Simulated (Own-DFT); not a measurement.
# Computed records: Si2SnGe13 (diamond-structure random alloy, strained, atoms displaced)

A calculation, not a measurement: plane-wave density functional theory by an unreviewed code, no spin, of a simulated periodic cell, stress positive in tension, run twice, with PBE and with PBEsol, both on files made for PBE, so the change isn't that of files made for PBEsol, forces on such cells moved up to 12 meV/angstrom on a denser k mesh; the far tail of each file's local potential was reset to the Coulomb form; each entry is a single point on an unrelaxed cell, so the pressure reflects the starting lattice, mostly measured values (interpolated for alloys), from which strain is counted, and rises with the displacements; printed positions are rounded, which can move forces by about a meV/angstrom; the program, named Own-DFT, is a retired in-house code; no spin-orbit coupling; stress was not checked against mesh or cutoff. Program: Own-DFT development build.

Common to all runs: functional PBE, then PBEsol; potential files PseudoDojo norm-conserving, scalar-relativistic, standard set; wave cutoff 49 hartree; occupations Fermi-Dirac; smearing width 0.1 eV; k mesh 3 x 3 x 3 centred on Gamma.

(1) Si2SnGe13 (diamond-structure random alloy, strained, atoms displaced)

```
CELL_PARAMETERS angstrom
11.33470 0.00000 0.00000
0.00000 11.33470 0.00000
0.00000 0.00000 11.36310
ATOMIC_POSITIONS crystal
Ge 0.99728 0.99788 0.00138
Ge 0.00517 0.24757 0.24177
Ge 0.25783 0.00540 0.25228
Ge 0.25294 0.24904 0.00151
Ge 0.12344 0.12413 0.12584
Ge 0.11647 0.38098 0.37561
Ge 0.38268 0.12928 0.38000
Ge 0.37384 0.37648 0.12635
Ge 0.99545 0.99569 0.50638
Sn 0.00504 0.25561 0.75043
Ge 0.24342 0.99921 0.74886
Ge 0.25354 0.25043 0.50056
Ge 0.11986 0.11885 0.62688
Ge 0.11963 0.37880 0.87468
Ge 0.37550 0.12596 0.87650
Ge 0.37617 0.37640 0.63402
Ge 0.00686 0.49833 0.00106
Ge 0.99820 0.74972 0.24801
Si 0.25140 0.50064 0.25202
Ge 0.25426 0.75407 0.00047
Si 0.12431 0.62421 0.12937
Si 0.11963 0.87532 0.37804
Ge 0.37760 0.63072 0.37006
Sn 0.36755 0.88783 0.11898
Ge 0.99818 0.50444 0.50403
Si 0.99185 0.74510 0.75203
Ge 0.25689 0.50524 0.74870
Ge 0.25320 0.74923 0.50739
Ge 0.12975 0.62437 0.62304
Ge 0.12262 0.86902 0.87130
Ge 0.37359 0.62587 0.87872
Si 0.37525 0.87630 0.62149
Si 0.49911 0.00160 0.00364
Ge 0.50154 0.25338 0.24630
Ge 0.74727 0.00492 0.25698
Ge 0.74530 0.25596 0.99659
Ge 0.62745 0.12017 0.12203
Ge 0.62383 0.37711 0.37265
Sn 0.88035 0.12726 0.37903
Ge 0.88001 0.37187 0.12460
Ge 0.50281 0.00111 0.51053
Ge 0.49928 0.25089 0.75193
Ge 0.75421 0.99988 0.75081
Ge 0.74882 0.25297 0.49212
Ge 0.62252 0.12848 0.62927
Ge 0.61601 0.37990 0.87486
Ge 0.87908 0.12800 0.86824
Ge 0.87425 0.37622 0.62821
Si 0.50413 0.50503 0.99263
Ge 0.50858 0.75258 0.24921
Ge 0.75209 0.50030 0.24689
Ge 0.75139 0.75653 0.98988
Ge 0.62150 0.62362 0.12461
Ge 0.62920 0.86932 0.37660
Ge 0.86853 0.62657 0.37771
Ge 0.87239 0.86997 0.12358
Ge 0.49911 0.50594 0.49426
Sn 0.49039 0.75349 0.75545
Ge 0.75242 0.50331 0.74653
Ge 0.74623 0.75074 0.50949
Si 0.62880 0.62526 0.63176
Ge 0.62182 0.87356 0.87871
Ge 0.87757 0.61994 0.87793
Ge 0.87536 0.88157 0.62472
```

```
PBE pressure                                      : 4.8 GPa
PBE stress xx                                     : -4.76 GPa
PBE stress yy                                     : -4.97 GPa
PBE stress zz                                     : -4.67 GPa
PBE stress yz                                     : -0.56 GPa
PBE stress xz                                     : -0.19 GPa
PBE stress xy                                     : 0.02 GPa
PBEsol pressure                                   : 1.94 GPa
PBEsol stress xx                                  : -1.91 GPa
PBEsol stress yy                                  : -2.1 GPa
PBEsol stress zz                                  : -1.81 GPa
PBEsol stress yz                                  : -0.53 GPa
PBEsol stress xz                                  : -0.16 GPa
PBEsol stress xy                                  : 0.01 GPa
rms change of force components from PBE to PBEsol : 0.04 eV/Å
```

Force:
```csv
force element,PBE force x (eV/Å),PBE force y (eV/Å),PBE force z (eV/Å),PBEsol force x (eV/Å),PBEsol force y (eV/Å),PBEsol force z (eV/Å)
Ge,0.133,0.008,-0.302,0.133,0.008,-0.29
Ge,0.324,1.102,0.359,0.312,1.072,0.343
Ge,-2.452,1.137,2.344,-2.354,1.133,2.234
Ge,-0.683,0.358,-0.108,-0.659,0.342,-0.1
Ge,0.867,-0.52,-0.538,0.838,-0.491,-0.518
Ge,1.089,-0.371,-0.267,1.023,-0.386,-0.231
Ge,0.066,-0.141,-0.156,0.059,-0.133,-0.156
Ge,0.28,0.801,-0.475,0.28,0.701,-0.463
Ge,1.795,-0.593,-0.307,1.703,-0.538,-0.25
Sn,-0.348,-0.603,-0.818,-0.349,-0.591,-0.795
Ge,1.002,-0.443,0.028,0.93,-0.402,0.049
Ge,-0.797,0.235,0.241,-0.765,0.219,0.236
Ge,1.384,-0.033,-1.287,1.34,-0.042,-1.234
Ge,2.921,1.094,1.102,2.822,1.064,1.076
Ge,0.082,-0.581,-0.101,0.047,-0.521,-0.123
Ge,0.226,0.041,-1.327,0.213,0.038,-1.275
Ge,-0.413,0.632,0.822,-0.435,0.568,0.751
Ge,0.318,-0.161,0.543,0.237,-0.149,0.52
Si,-0.491,0.305,-0.118,-0.442,0.259,-0.078
Ge,-2.219,-1.941,-0.671,-2.127,-1.85,-0.69
Si,0.81,0.069,-0.154,0.751,0.102,-0.189
Si,0.83,-0.075,-0.134,0.808,-0.074,-0.128
Ge,-0.524,-0.121,-0.005,-0.465,-0.097,0.038
Sn,1.589,-1.497,0.923,1.488,-1.499,0.937
Ge,-0.353,-0.036,-0.256,-0.337,-0.045,-0.252
Si,0.76,0.268,-0.604,0.744,0.265,-0.59
Ge,-1.022,-0.376,0.68,-0.986,-0.363,0.654
Ge,-0.238,0.783,-1.334,-0.241,0.689,-1.295
Ge,-0.803,0.373,0.891,-0.74,0.33,0.832
Ge,-0.458,-0.058,0.127,-0.402,-0.014,0.157
Ge,-0.793,-1.237,1.309,-0.804,-1.155,1.228
Si,-1.179,1.156,-0.149,-1.162,1.135,-0.146
Si,1.556,1.265,-1.77,1.532,1.246,-1.738
Ge,0.219,-0.473,0.036,0.212,-0.455,0.045
Ge,-0.297,-1.52,-1.254,-0.293,-1.479,-1.221
Ge,0.487,-0.533,-0.028,0.477,-0.518,-0.02
Ge,-0.371,0.614,0.026,-0.332,0.634,0.069
Ge,-0.017,0.294,-0.205,-0.016,0.278,-0.204
Sn,0.35,0.052,-0.652,0.322,0.046,-0.633
Ge,-0.539,0.346,-0.332,-0.519,0.334,-0.323
Ge,-0.151,-0.509,-1.003,-0.113,-0.444,-1.002
Ge,-0.139,-0.097,0.213,-0.138,-0.085,0.204
Ge,-0.862,0.259,0.313,-0.822,0.257,0.293
Ge,-1.106,1.033,1.899,-1.07,1.008,1.841
Ge,1.007,0.103,-0.119,0.965,0.089,-0.119
Ge,0.946,0.072,-0.397,0.953,0.018,-0.424
Ge,-1.364,-0.916,1.828,-1.326,-0.899,1.769
Ge,-1.082,0.663,-1.533,-1.046,0.659,-1.483
Si,-1.026,-0.164,1.208,-1.004,-0.159,1.18
Ge,-0.716,-0.048,-0.11,-0.682,-0.061,-0.089
Ge,-0.052,-0.186,0.05,-0.055,-0.177,0.061
Ge,-0.042,-1.257,1.096,-0.039,-1.208,1.064
Ge,0.793,0.133,-0.848,0.795,0.164,-0.777
Ge,-0.292,0.853,0.59,-0.278,0.825,0.567
Ge,0.348,0.235,0.035,0.339,0.223,0.035
Ge,-0.28,0.826,0.368,-0.264,0.798,0.345
Ge,0.423,-0.215,1.097,0.392,-0.229,1.025
Sn,1.028,-0.208,-1.38,1.011,-0.215,-1.252
Ge,-0.465,-0.311,0.602,-0.402,-0.339,0.618
Ge,0.338,-0.216,-0.141,0.363,-0.165,-0.188
Si,-0.49,-0.315,-0.956,-0.476,-0.313,-0.938
Ge,0.556,1.998,0.363,0.578,1.894,0.332
Ge,-0.118,0.336,-0.19,-0.152,0.294,-0.162
Ge,-0.348,-1.69,0.932,-0.371,-1.596,0.872
```

(2) Si2SnGe13 (diamond-structure random alloy, strained, atoms displaced)

```
CELL_PARAMETERS angstrom
11.33470 0.00000 0.00000
0.00000 11.33470 0.00000
0.00000 0.00000 11.36310
ATOMIC_POSITIONS crystal
Ge 0.00408 0.00857 0.00448
Ge 0.00638 0.25508 0.25776
Si 0.24822 0.99712 0.25308
Sn 0.24514 0.24547 0.00298
Ge 0.12407 0.12024 0.12410
Ge 0.12709 0.37332 0.37885
Ge 0.37704 0.12564 0.37609
Ge 0.37770 0.37252 0.12524
Ge 0.00091 0.00071 0.49699
Ge 0.99964 0.24901 0.75278
Ge 0.25238 0.00206 0.75792
Ge 0.24713 0.24372 0.50550
Ge 0.12610 0.12463 0.62428
Ge 0.12771 0.37344 0.87679
Si 0.37048 0.12501 0.87451
Ge 0.36651 0.37903 0.62464
Ge 0.00324 0.50871 0.00494
Ge 0.99373 0.74974 0.25611
Ge 0.25061 0.50240 0.24840
Ge 0.25301 0.74838 0.99515
Ge 0.12743 0.62369 0.13625
Ge 0.12072 0.87600 0.37358
Ge 0.37583 0.62647 0.37740
Ge 0.37306 0.87691 0.12842
Sn 0.00349 0.49797 0.49366
Ge 0.00311 0.75067 0.74107
Si 0.25822 0.49726 0.75208
Ge 0.25610 0.75489 0.49899
Ge 0.12353 0.63314 0.62256
Ge 0.13169 0.88259 0.87161
Ge 0.37698 0.62231 0.87914
Si 0.37529 0.87630 0.62667
Ge 0.49681 0.99823 0.00836
Ge 0.50164 0.24369 0.25379
Ge 0.75279 0.99924 0.25078
Ge 0.74676 0.25304 0.00536
Sn 0.62324 0.12643 0.13162
Si 0.62092 0.37844 0.36711
Ge 0.87034 0.12626 0.38161
Ge 0.87991 0.37966 0.12725
Si 0.50760 0.99741 0.49477
Ge 0.49882 0.25334 0.74854
Ge 0.75400 0.99518 0.74606
Ge 0.74283 0.25109 0.50191
Si 0.62769 0.12884 0.62472
Si 0.61587 0.37639 0.87789
Ge 0.87445 0.12617 0.87837
Ge 0.88143 0.37177 0.62425
Ge 0.50350 0.49525 0.99707
Ge 0.50347 0.75791 0.25308
Ge 0.75233 0.50997 0.24646
Ge 0.75275 0.75273 0.99847
Ge 0.62467 0.62806 0.12361
Ge 0.62662 0.87974 0.37313
Ge 0.87781 0.62355 0.38206
Ge 0.87814 0.87227 0.12251
Ge 0.49491 0.51153 0.50569
Ge 0.50145 0.74951 0.75229
Ge 0.75023 0.50092 0.76161
Ge 0.74854 0.75203 0.49773
Ge 0.62170 0.62366 0.62193
Ge 0.62439 0.88405 0.87767
Ge 0.87771 0.62459 0.87026
Sn 0.86398 0.87770 0.61911
```

```
PBE pressure                                      : 4.96 GPa
PBE stress xx                                     : -5.03 GPa
PBE stress yy                                     : -5.07 GPa
PBE stress zz                                     : -4.79 GPa
PBE stress yz                                     : -0.65 GPa
PBE stress xz                                     : 0.25 GPa
PBE stress xy                                     : -0.01 GPa
PBEsol pressure                                   : 2.09 GPa
PBEsol stress xx                                  : -2.15 GPa
PBEsol stress yy                                  : -2.2 GPa
PBEsol stress zz                                  : -1.93 GPa
PBEsol stress yz                                  : -0.63 GPa
PBEsol stress xz                                  : 0.25 GPa
PBEsol stress xy                                  : 0 GPa
rms change of force components from PBE to PBEsol : 0.042 eV/Å
```

Force:
```csv
force element,PBE force x (eV/Å),PBE force y (eV/Å),PBE force z (eV/Å),PBEsol force x (eV/Å),PBEsol force y (eV/Å),PBEsol force z (eV/Å)
Ge,-0.762,-1.425,-0.868,-0.73,-1.369,-0.836
Ge,-0.949,-1.006,-0.734,-0.918,-0.965,-0.708
Si,-0.011,0.412,-0.15,-0.012,0.404,-0.149
Sn,1.056,0.282,-0.247,0.977,0.314,-0.202
Ge,-0.355,-0.423,2.806,-0.379,-0.384,2.674
Ge,2.198,-0.994,-1.313,2.112,-0.97,-1.282
Ge,-0.411,-0.938,0.362,-0.394,-0.848,0.338
Ge,0.67,0.703,0.875,0.647,0.685,0.845
Ge,0.534,0.865,-0.27,0.511,0.841,-0.268
Ge,0.292,-0.041,-0.082,0.284,-0.037,-0.083
Ge,0.784,0.295,-1.714,0.682,0.269,-1.656
Ge,0.623,0.64,-0.66,0.597,0.629,-0.636
Ge,-0.528,-0.641,0.889,-0.511,-0.609,0.857
Ge,-1.006,1.813,-1.197,-1.003,1.721,-1.131
Si,1.835,-0.54,-0.315,1.79,-0.532,-0.31
Ge,0.797,-0.31,-0.144,0.806,-0.336,-0.171
Ge,0.058,-0.624,-0.532,0.05,-0.616,-0.505
Ge,0.481,-0.052,-0.432,0.473,-0.052,-0.41
Ge,0.813,-0.923,0.78,0.78,-0.888,0.755
Ge,-0.544,0.255,0.956,-0.51,0.252,0.927
Ge,-0.398,1.206,-0.994,-0.393,1.15,-0.965
Ge,0.742,-0.055,0.014,0.678,-0.085,0.048
Ge,-0.074,0.496,-0.719,-0.075,0.488,-0.679
Ge,-0.502,-0.432,0.111,-0.436,-0.443,0.07
Sn,0.187,0.214,1.768,0.179,0.212,1.717
Ge,-0.006,0.341,1.534,-0.004,0.315,1.475
Si,-1.424,0.827,0.23,-1.389,0.804,0.227
Ge,-0.494,0.328,0.262,-0.52,0.272,0.22
Ge,2.057,-0.662,0.614,1.963,-0.605,0.57
Ge,-1.281,-1.091,0.754,-1.225,-1.044,0.723
Ge,0.12,-0.269,-0.721,0.149,-0.23,-0.664
Si,0.645,0.445,-0.123,0.594,0.399,-0.09
Ge,-0.988,0.103,-1.729,-0.929,0.066,-1.646
Ge,-1.487,2.476,1.351,-1.477,2.363,1.278
Ge,1.284,-0.772,0.571,1.234,-0.75,0.568
Ge,0.811,1.248,-1.328,0.816,1.179,-1.256
Sn,0.752,-0.795,-0.931,0.725,-0.778,-0.898
Si,0.179,0.486,0.914,0.178,0.474,0.888
Ge,0.467,0.338,-0.565,0.455,0.319,-0.543
Ge,-0.105,-0.131,-0.014,-0.102,-0.112,-0.011
Si,-0.808,0.638,1.461,-0.781,0.619,1.36
Ge,-0.186,-0.508,0.091,-0.216,-0.461,0.062
Ge,-2.229,2.938,2.184,-2.142,2.822,2.148
Ge,0.002,0.772,-0.316,0.082,0.74,-0.314
Si,-0.637,-0.827,0.134,-0.585,-0.776,0.16
Si,1.346,-0.675,-0.473,1.313,-0.657,-0.463
Ge,-0.362,0.007,-0.161,-0.334,0.003,-0.156
Ge,-1.734,-0.399,1.097,-1.673,-0.399,1.062
Ge,-0.417,0.583,0.903,-0.45,0.609,0.916
Ge,-0.487,-0.775,-0.323,-0.468,-0.744,-0.315
Ge,-0.251,-0.879,0.541,-0.212,-0.826,0.494
Ge,-0.239,-0.173,-0.436,-0.231,-0.163,-0.416
Ge,-0.158,0.258,-0.212,-0.136,0.248,-0.2
Ge,0.31,-0.271,0.202,0.339,-0.304,0.149
Ge,-1.964,1.443,-1.53,-1.904,1.412,-1.504
Ge,0.04,0.487,0.182,0.03,0.471,0.184
Ge,0.181,-1.981,-0.987,0.15,-1.881,-0.932
Ge,-0.218,0.469,-0.198,-0.182,0.421,-0.164
Ge,-0.616,-0.931,-1.29,-0.557,-0.86,-1.273
Ge,-1.669,-1.791,-1.34,-1.615,-1.732,-1.301
Ge,1.082,0.555,1.099,1.029,0.548,1.063
Ge,-0.052,-0.688,-0.089,-0.041,-0.68,-0.084
Ge,0.504,0.812,0.704,0.477,0.783,0.685
Sn,2.5,-0.711,-0.25,2.43,-0.694,-0.241
```
